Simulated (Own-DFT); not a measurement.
# Strain and stress in wurtzite GaN, 72 atoms (Ga36N36)

These are calculations, not measurements. They come from Own-DFT, an in-house plane-wave density functional program, since retired, whose code no person has reviewed. Each row is one single-point run on a periodic cell that was not relaxed, without spin or spin-orbit coupling.

Settings of every run: PBE; PseudoDojo norm-conserving scalar-relativistic files; cutoff 42 hartree; 4 x 4 x 3 k mesh centred on Gamma; Fermi-Dirac smearing of 0.1 eV.

Known limits: forces not confirmed at this smearing and k mesh; stress not checked against mesh or cutoff.

Unstrained cell vectors in Å: (9.567, 0.000, 0.000); (-4.784, 8.285, 0.000); (0.000, 0.000, 10.370). The unstrained cell has measured lattice constants (interpolated for alloys), not those of this functional. That, the random moves and any unrelaxed bonds set the pressure at no strain. Each run strains this cell uniformly, with the atoms carried along. Every atom was also moved at random, by a Gaussian of width 0.05 Å on each axis. Strain is the symmetric tensor, in per cent. Stress is positive in tension, and the pressure is minus a third of its trace.

| run | e_xx (%) | e_yy (%) | e_zz (%) | s_xx (GPa) | s_yy (GPa) | s_zz (GPa) | P (GPa) | E (meV/atom) |
|---|---|---|---|---|---|---|---|---|
| 1 | 0.25 | 0.25 | 0.00 | -6.93 | -5.64 | -6.26 | 6.27 | 15.8 |
| 2 | -1.00 | -1.00 | 0.00 | -11.88 | -14.91 | -9.23 | 12.01 | 45.8 |
| 3 | 1.50 | 1.50 | 0.00 | 0.32 | 0.56 | -7.15 | 2.09 | 19.1 |
| 4 | 2.00 | 2.00 | 0.00 | 1.80 | 1.91 | -4.18 | 0.16 | 18.5 |
| 5 | -2.25 | -2.25 | 0.00 | -20.97 | -20.84 | -12.35 | 18.05 | 76.6 |
| 6 | 2.75 | 2.75 | 0.00 | 4.46 | 5.51 | -4.36 | -1.87 | 23.4 |
| 7 | 0.50 | 0.50 | 0.00 | -6.07 | -4.53 | -6.74 | 5.78 | 21.8 |
| 8 | 1.75 | 1.75 | 0.00 | 1.83 | 2.33 | -5.95 | 0.60 | 0.0 |
| 9 | 0.75 | 0.75 | 0.00 | ? | ? | ? | ? | ? |

E is the free energy for each atom above the lowest run shown.

## Worked fit

The change of volume is close to e_xx + e_yy + e_zz. A straight line through the runs shown gives P = 8.21 - 201 x (fractional change of volume) GPa, with an error of 9 on the slope and a scatter of 0.76 GPa. The strain isn't the same on all axes and the cell isn't cubic, so the slope belongs to this path and is not the bulk modulus.

## Withheld run

Question: what pressure should run 9 give? Its volume changes by 1.51 %.

The line gives 5.2 GPa. The calculation gave 4.38 GPa.
